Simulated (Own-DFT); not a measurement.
Simulation results for Al₃GaN₄ (wurtzite random alloy, strained, atoms displaced), SiGe (diamond-structure random alloy, atoms displaced), AlGa₃N₄ (wurtzite random alloy, strained, atoms displaced)

Computed with Own-DFT development build. A calculation, not a measurement: plane-wave PBE density functional theory by an unreviewed code, no spin, of a simulated periodic cell, stress positive in tension, free energy of the whole cell less one offset for each atom, forces on such cells passed a denser k mesh, this cell's mesh not checked; offsets are fitted by least squares, one for each functional and potential file, so energies compare only between cells with the same atoms and settings and are not formation energies; the far tail of each file's local potential was reset to the Coulomb form; each entry is a single point on an unrelaxed cell, so the pressure reflects the starting lattice, mostly measured values, from which strain is counted, and rises with the displacements; printed positions are rounded, which can move forces by about a meV/angstrom; the program is a retired in-house code; no spin-orbit coupling.

Common to all runs: functional PBE.

(1) 
```xyz
72
Lattice="9.6521 0.0000 0.0000 -4.8260 8.3589 0.0000 0.0000 0.0000 10.0655" Properties=species:S:1:pos:R:3:force_x:R:1:force_y:R:1:force_z:R:1 formula=Al3GaN4 potential_files=PseudoDojo_norm-conserving,scalar-relativistic,standard_set_with_the_stringent_files_for_Ga wave_cutoff=96 occupations=Gaussian smearing_width=0.01 k_mesh=4_x_4_x_3_centred_on_Gamma free_energy_of_cell_above_offsets=-23.846 pressure=-4.59 stress_xx=8.7 stress_yy=6.6 stress_zz=-1.52 stress_yz=0.06 stress_xz=-0.12 stress_xy=-0.1
Al    -0.0804     1.8772     0.0433      1.246     -0.549     -1.012
Al     1.6110     0.9418     2.5650      0.275     -0.965     -0.839
N     -0.0474     1.9074     1.9437      1.047     -0.835     -0.457
N      1.6583     0.8663     4.4451      0.567      0.677      0.034
Ga     0.0679     1.8715     5.0439     -1.008     -0.908     -0.486
Al     1.6891     1.0296     7.5440     -1.361     -1.618     -0.403
N     -0.0578     1.9215     6.9171      0.895      -1.52      2.107
N      1.6730     0.9120     9.4453     -0.964      0.634      0.471
Ga    -1.5338     4.6503    10.0538     -1.028     -0.482      0.455
Al    -0.0182     3.6589     2.5054      0.391      1.419      1.151
N     -1.5817     4.6081     1.9756      0.218     -0.851     -0.453
N      0.0421     3.6630     4.4572      0.383      1.333     -1.266
Ga    -1.5867     4.6220     4.9614     -0.379     -0.738      1.563
Al    -0.0237     3.6634     7.5975     -0.494      1.098     -2.379
N     -1.6394     4.6101     6.9925       0.95     -0.003     -0.021
N      0.0237     3.6880     9.3975      0.337     -0.836      2.076
Al    -3.2419     7.4682     0.0062      0.488     -1.155     -0.723
Ga    -1.6432     6.4150     2.5953      0.746      1.781     -1.565
N     -3.1881     7.4157     1.8431     -1.255      0.526       1.79
N     -1.5705     6.4932     4.4748     -0.462      0.752      0.746
Al    -3.1841     7.4398     5.0596     -0.457     -0.942     -0.087
Ga    -1.5775     6.5570     7.5528      0.434     -1.423      0.181
N     -3.1560     7.3681     6.9517     -1.894      1.841      0.149
N     -1.5993     6.4191     9.5350     -0.184      2.677     -0.463
Al     3.1861     1.8483     0.0377      1.061     -0.285     -0.513
Al     4.9226     0.9559     2.4419     -1.532     -1.326      0.976
N      3.2523     1.8527     1.9201     -0.498     -0.354      0.363
N      4.8253     0.9349     4.5174     -0.437     -0.131     -1.875
Al     3.2929     1.8871     5.0520     -1.013     -0.015     -0.546
Al     4.8145     0.9993     7.6580      1.344     -1.091     -1.055
N      3.2971     1.7861     6.9427     -1.196      1.707      0.486
N      4.9179     0.9343     9.5335     -1.288      0.328      0.134
Al     1.5423     4.6088     0.0073      1.037      0.973     -0.454
Al     3.1804     3.6287     2.4536       0.01      1.615      1.115
N      1.5582     4.6586     1.9184      0.374     -1.297     -0.497
N      3.0598     3.7751     4.4273      1.513     -1.721     -0.282
Al     1.5952     4.7087     5.0612     -0.846     -0.938      0.012
Al     3.1384     3.6823     7.6106      1.233      0.299     -1.135
N      1.5898     4.5952     6.9605     -0.027      0.383        0.6
N      3.2259     3.6733     9.4686     -1.416     -0.202      0.794
Al    -0.0362     7.3935    10.0478       0.72      0.491      0.662
Al     1.6665     6.4155     2.5418      -0.96      2.004     -0.866
N      0.0292     7.4874     1.9039      0.409     -0.919      0.364
N      1.5621     6.4659     4.4230     -0.521      0.343      0.266
Al    -0.0108     7.4677     5.0493      0.243     -0.374     -0.114
Al     1.6297     6.4657     7.5869     -0.431      0.421     -1.268
N      0.0242     7.4863     6.9505      0.828     -0.031      0.446
N      1.5799     6.5294     9.4163      0.435     -0.939      1.454
Al     6.4739     1.9226     0.0077     -0.276     -0.538     -0.491
Al     8.0462     1.0059     2.4538     -0.258     -1.823      1.479
N      6.4523     1.8421     1.9406      0.381      0.149     -1.234
N      7.9808     0.8671     4.4707      0.222      2.337      -1.54
Al     6.3654     1.8047     5.0066      1.449      0.255      1.022
Al     7.9835     0.8848     7.5134       0.36       0.69     -0.044
N      6.3942     1.8625     6.9367      0.354      0.018      1.064
N      8.0691     0.8787     9.5214     -0.297       1.33     -0.726
Ga     4.8075     4.6476    10.0637     -0.004      0.178      0.477
Ga     6.4161     3.6673     2.4888       0.05      0.838      1.069
N      4.7952     4.6389     2.0179     -0.754     -0.516     -0.902
N      6.4660     3.5844     4.4587     -0.863      0.988     -0.183
Ga     4.7436     4.5992     5.1353      0.795      0.295     -1.235
Al     6.4627     3.7423     7.6009     -0.447     -0.356      -1.68
N      4.8268     4.6392     7.0374     -0.738     -0.338       0.74
N      6.4187     3.8174     9.4335       0.78     -2.086      1.346
Al     3.2595     7.4273    10.0254     -1.054     -0.518      0.767
Al     4.7771     6.4336     2.5465      0.516      1.512     -0.115
N      3.2072     7.4886     1.9115      0.343      -0.99      0.136
N      4.8262     6.4976     4.4684       0.61      0.085     -0.369
Ga     3.1529     7.4676     4.9751      0.786     -1.509      0.663
Al     4.8075     6.5061     7.5386      0.808       -0.2     -0.013
N      3.2417     7.4075     6.9634     -0.591      0.048      0.697
N      4.8081     6.4790     9.4871       0.29      1.295     -0.567
```

Units: wave_cutoff in hartree; smearing_width, free_energy_of_cell_above_offsets in eV; pressure, stress_xx, stress_yy, stress_zz, stress_yz, stress_xz, stress_xy in GPa; force_x, force_y, force_z in eV/Å.

(2) 
```xyz
32
Lattice="11.0890 0.0000 0.0000 0.0000 11.0890 0.0000 0.0000 0.0000 5.5445" Properties=species:S:1:pos:R:3:force_x:R:1:force_y:R:1:force_z:R:1 formula=SiGe potential_files=PseudoDojo_norm-conserving,scalar-relativistic,standard_set wave_cutoff=42 occupations=Fermi-Dirac smearing_width=0.1 k_mesh=3_x_3_x_6_centred_on_Gamma free_energy_of_cell_above_offsets=0.294 pressure=4.2 stress_xx=-4.24 stress_yy=-4.03 stress_zz=-4.33 stress_yz=1.82 stress_xz=0.22 stress_xy=1.16
Si     0.1127    11.0206     0.0920     -0.362      1.099     -2.121
Ge    10.9971     2.8212     2.7316      3.027     -2.114      1.554
Si     2.7833    11.0554     2.7658     -1.281     -0.144     -0.731
Si     2.6627     2.8034     0.0569      2.018      0.513      -1.35
Si     1.4017     1.4267     1.2137     -0.335      -0.78       2.77
Si     1.3468     4.1762     4.2510      0.723     -1.205     -1.307
Ge     4.1901     1.2487     4.0812     -1.706      2.368     -0.057
Ge     4.1928     4.3134     1.3504     -0.721     -1.759       0.82
Ge    10.9842     5.3333     5.5394      1.315      2.704      0.063
Ge    11.0679     8.3700     2.7487     -0.578     -0.982      0.453
Si     2.8236     5.4515     2.9415     -0.908      1.248     -1.025
Si     2.6247     8.3686     5.4344      2.039     -1.315      2.065
Si     1.3158     6.9824     1.3565      0.825     -1.131      0.158
Si     1.3448     9.6245     4.2045     -0.266      1.797     -1.485
Ge     4.2198     6.9228     4.2264     -1.174       1.06      -0.71
Si     4.1456     9.7897     1.3175     -1.048     -1.004     -0.361
Ge     5.5036    11.0800     5.4192      1.153     -0.471      1.788
Si     5.5192     2.7218     2.7876     -0.695      1.002     -0.248
Ge     8.3376    10.9237     2.7019     -0.436      2.246      1.149
Si     8.2649     2.6489     5.4714      0.729      0.202      0.686
Ge     6.8431     1.3607     1.4870      0.862     -0.341     -1.326
Si     6.8616     4.0203     4.1618      0.437      1.083      0.115
Si     9.7710     1.3299     4.0548     -0.638     -0.743      1.298
Ge     9.8046     4.1526     1.4900     -3.298     -0.575     -2.049
Si     5.5406     5.6065     5.5344      1.745     -0.757     -0.011
Ge     5.5304     8.3586     2.6752     -0.346     -0.518      0.031
Ge     8.4035     5.5256     2.7386     -0.704      -0.83      1.906
Ge     8.2223     8.3177     5.5186      1.697     -0.931      0.189
Ge     7.0375     6.8547     1.4501     -1.465      0.642     -0.868
Ge     6.9446     9.6611     4.1251      -0.67      0.094     -0.326
Si     9.7082     6.8026     4.2337     -0.197       1.45     -0.537
Ge     9.7058     9.8042     1.3034      0.258     -1.907     -0.532
```

Units: wave_cutoff in hartree; smearing_width, free_energy_of_cell_above_offsets in eV; pressure, stress_xx, stress_yy, stress_zz, stress_yz, stress_xz, stress_xy in GPa; force_x, force_y, force_z in eV/Å.

(3) 
```xyz
32
Lattice="11.0890 0.0000 0.0000 0.0000 11.0890 0.0000 0.0000 0.0000 5.5445" Properties=species:S:1:pos:R:3:force_x:R:1:force_y:R:1:force_z:R:1 formula=SiGe potential_files=PseudoDojo_norm-conserving,scalar-relativistic,standard_set wave_cutoff=42 occupations=Fermi-Dirac smearing_width=0.1 k_mesh=3_x_3_x_6_centred_on_Gamma free_energy_of_cell_above_offsets=-0.515 pressure=3.81 stress_xx=-3.88 stress_yy=-3.64 stress_zz=-3.92 stress_yz=1.15 stress_xz=-0.59 stress_xy=-0.74
Si     0.0883    10.9345     0.0344     -0.606      1.392     -1.149
Si     0.0224     2.8316     2.8683      0.061     -0.531     -2.216
Ge     2.9261    10.9980     2.7569     -1.764      0.184      0.234
Si     2.7664     2.8060     5.4608      0.739     -0.881      1.467
Ge     1.4206     1.3000     1.3911     -0.025      0.998      0.043
Ge     1.4205     4.1033     4.1316     -0.451      0.176      0.904
Si     4.0424     1.2722     4.2079      0.699        2.1     -0.575
Si     4.1876     4.1808     1.3674     -0.444      0.201      0.048
Ge     0.1096     5.5039     0.0642     -1.162      0.161      -2.04
Si     0.0252     8.3376     2.7472      0.518     -0.239     -0.247
Si     2.6776     5.4795     2.8738      1.947      1.105     -1.782
Si     2.7970     8.2143     5.5298      -0.28      0.805      -0.76
Ge     1.4150     6.8608     1.3162      0.703      1.082       1.92
Si     1.3956     9.6762     4.1112      0.585     -0.606      0.567
Si     4.1385     7.0483     4.0145     -0.373     -1.968      1.692
Ge     4.1712     9.5635     1.4191     -1.159      1.924     -3.551
Ge     5.5268     0.0768     5.4556      0.162     -0.795      1.448
Si     5.4728     2.7874     2.8241      0.373     -0.145      0.054
Ge     8.3038     0.0213     2.7823      0.515      0.703      0.076
Si     8.3824     2.6121     5.4940      0.546      1.425     -0.539
Ge     6.9657     1.4308     1.3741     -1.086      0.187      0.323
Si     7.0600     4.1255     4.1233     -1.674     -0.546      1.234
Si     9.8049     1.4391     4.0225     -0.335     -1.564      1.986
Ge     9.7738     4.1668     1.3083     -1.066       -1.2      0.921
Si     5.5790     5.6558     0.0229     -0.253     -0.946     -1.153
Ge     5.4263     8.4234     2.7470      3.742     -2.495      0.877
Ge     8.2782     5.5464     2.7729       1.64     -0.604      0.262
Ge     8.2636     8.3677     0.0055      0.614     -0.662      0.761
Si     7.0400     6.7901     1.3870     -1.779      2.201     -0.486
Ge     6.9295     9.7339     4.1435     -0.616     -0.069     -0.049
Ge     9.7292     7.0140     4.1224      0.212     -0.661      0.472
Ge     9.7231     9.7583     1.4615      0.017     -0.728     -0.742
```

Units: wave_cutoff in hartree; smearing_width, free_energy_of_cell_above_offsets in eV; pressure, stress_xx, stress_yy, stress_zz, stress_yz, stress_xz, stress_xy in GPa; force_x, force_y, force_z in eV/Å.

(4) 
```xyz
72
Lattice="9.6519 0.0000 0.0000 -4.8259 8.3588 0.0000 0.0000 0.0000 10.2685" Properties=species:S:1:pos:R:3:force_x:R:1:force_y:R:1:force_z:R:1 formula=AlGa3N4 potential_files=PseudoDojo_norm-conserving,scalar-relativistic,standard_set_with_the_stringent_files_for_Ga wave_cutoff=96 occupations=Gaussian smearing_width=0.01 k_mesh=4_x_4_x_3_centred_on_Gamma free_energy_of_cell_above_offsets=-10.024 pressure=1.21 stress_xx=1.15 stress_yy=0.13 stress_zz=-4.9 stress_yz=0.37 stress_xz=0.15 stress_xy=0.85
Al    -0.1151     1.9097     0.0383      1.073     -1.013     -0.791
Ga     1.6273     0.9555     2.5978      0.122     -0.432     -0.868
N      0.0055     1.8880     1.9775      0.266     -0.047      -1.29
N      1.5888     0.8398     4.5392      0.012      1.786     -0.629
Ga     0.0468     1.8200     5.1528     -1.442      0.127     -0.139
Al     1.6075     0.8954     7.7109      -0.02      0.393     -0.729
N     -0.0298     1.7978     7.1084      2.433      1.352      0.095
N      1.6181     0.9815     9.5440     -0.772     -0.058      1.957
Ga    -1.5561     4.5635     0.0193     -1.724      1.618      0.129
Ga    -0.0069     3.7051     2.6558     -0.081      0.311     -0.985
N     -1.6769     4.6649     2.0145      1.903      0.051      -1.27
N      0.0021     3.7119     4.5261      0.286     -0.248      0.878
Al    -1.6019     4.5409     5.1350      0.096      1.655      0.088
Al     0.0684     3.7436     7.7388      -1.08     -0.268     -2.386
N     -1.5855     4.6181     7.0383      0.949     -0.254      0.021
N     -0.1124     3.6909     9.5347      1.682       -1.2      1.805
Ga    -3.2279     7.4124    10.2379      0.491      0.491      0.469
Al    -1.6087     6.4308     2.5397      0.481      1.692      0.947
N     -3.2393     7.3944     1.9846      1.859      0.673     -0.837
N     -1.6302     6.4648     4.5010      0.427     -0.492     -0.367
Ga    -3.1871     7.4789     5.1509      -0.01      -2.87     -0.132
Ga    -1.7137     6.5118     7.6362      4.458      -2.26      1.034
N     -3.1416     7.3547     7.1028     -2.896      3.441     -0.672
N     -1.5498     6.4834     9.6033      -1.95     -0.699      0.421
Al     3.1943     1.8985    10.2291      0.514     -0.998      0.539
Al     4.7201     0.8250     2.4907      3.055      1.226      1.476
N      3.3221     1.8312     1.9651     -2.133      0.335     -1.144
N      4.8796     0.8936     4.4960     -0.302      1.298     -0.443
Ga     3.1397     1.8165     5.1120       1.93     -0.333      0.159
Ga     4.7757     0.9640     7.7098      1.037     -0.842       0.07
N      3.1877     1.7907     7.0603     -0.971      0.712      0.341
N      4.8127     0.9206     9.6830     -0.755      0.635     -0.387
Ga     1.5011     4.6344     0.0316      0.975      0.021     -1.498
Ga     3.2490     3.7301     2.5201      0.322     -0.834      0.271
N      1.6644     4.6489     1.8907     -1.122         -1      1.353
N      3.2214     3.6428     4.5229      0.197       0.52     -0.823
Ga     1.6986     4.6388     5.0897     -1.297     -0.076      0.605
Ga     3.2354     3.7502     7.7273     -0.248     -0.436      0.201
N      1.5859     4.6611     7.0303      0.368     -0.725      0.895
N      3.1818     3.6963     9.7542      0.197      0.266     -1.116
Ga    -0.0421     7.3701    10.2473      1.364      1.094      0.297
Ga     1.6756     6.3892     2.6062     -0.317      2.296     -0.765
N      0.1059     7.4638     1.9472     -1.764     -2.093      -0.03
N      1.5665     6.4640     4.4968      0.771      0.043      0.515
Ga     0.0103     7.4768     5.1394     -0.688     -1.051     -0.072
Ga     1.6193     6.5178     7.6869     -0.397     -0.117      0.133
N      0.0033     7.4192     7.0957     -0.365      0.427     -0.121
N      1.5757     6.4527     9.6156      1.066      0.517       0.94
Ga     6.4694     1.8414    10.2218     -1.472      0.371      1.115
Ga     8.0211     0.8775     2.4536      -0.47      2.134      2.102
N      6.4407     1.8350     1.9376     -1.012      0.451     -0.114
N      8.0489     0.8860     4.5108     -0.248       0.96       0.11
Al     6.4819     1.8352     5.2340     -0.346     -0.003     -3.261
Ga     8.0766     0.9571     7.6793     -1.024     -0.759      0.728
N      6.5087     1.8840     7.0280     -0.992     -0.826      1.262
N      7.9825     0.8703     9.6753      2.062     -0.156     -0.035
Ga     4.8918     4.6972     0.0043     -0.719     -1.669     -0.595
Ga     6.4322     3.7729     2.5894     -0.919     -2.054     -0.087
N      4.8095     4.6387     1.8763      0.569      0.738      1.573
N      6.5054     3.7047     4.5002      -0.69     -0.851      1.112
Ga     4.8041     4.6068     5.1893       1.02     -0.245     -0.952
Ga     6.4928     3.6732     7.6705      0.203      0.645      0.172
N      4.8968     4.5554     7.0614     -0.904      1.155      1.399
N      6.4624     3.7428     9.6095     -0.129     -0.348      0.388
Al     3.2663     7.3936     0.0204     -2.027      0.315      0.301
Ga     4.9107     6.5117     2.6367     -1.716     -0.481      0.182
N      3.2415     7.5048     1.9753      0.519     -3.359     -1.492
N      4.8545     6.4464     4.6037     -0.588      0.643     -0.483
Ga     3.1581     7.4409     5.1539       0.81     -0.392     -0.367
Ga     4.9290     6.5842     7.7668     -2.027     -1.486     -1.301
N      3.1992     7.4660     7.0993      0.929     -0.612      0.184
N      4.7345     6.4668     9.6634      1.171      1.196     -0.087
```

Units: wave_cutoff in hartree; smearing_width, free_energy_of_cell_above_offsets in eV; pressure, stress_xx, stress_yy, stress_zz, stress_yz, stress_xz, stress_xy in GPa; force_x, force_y, force_z in eV/Å.
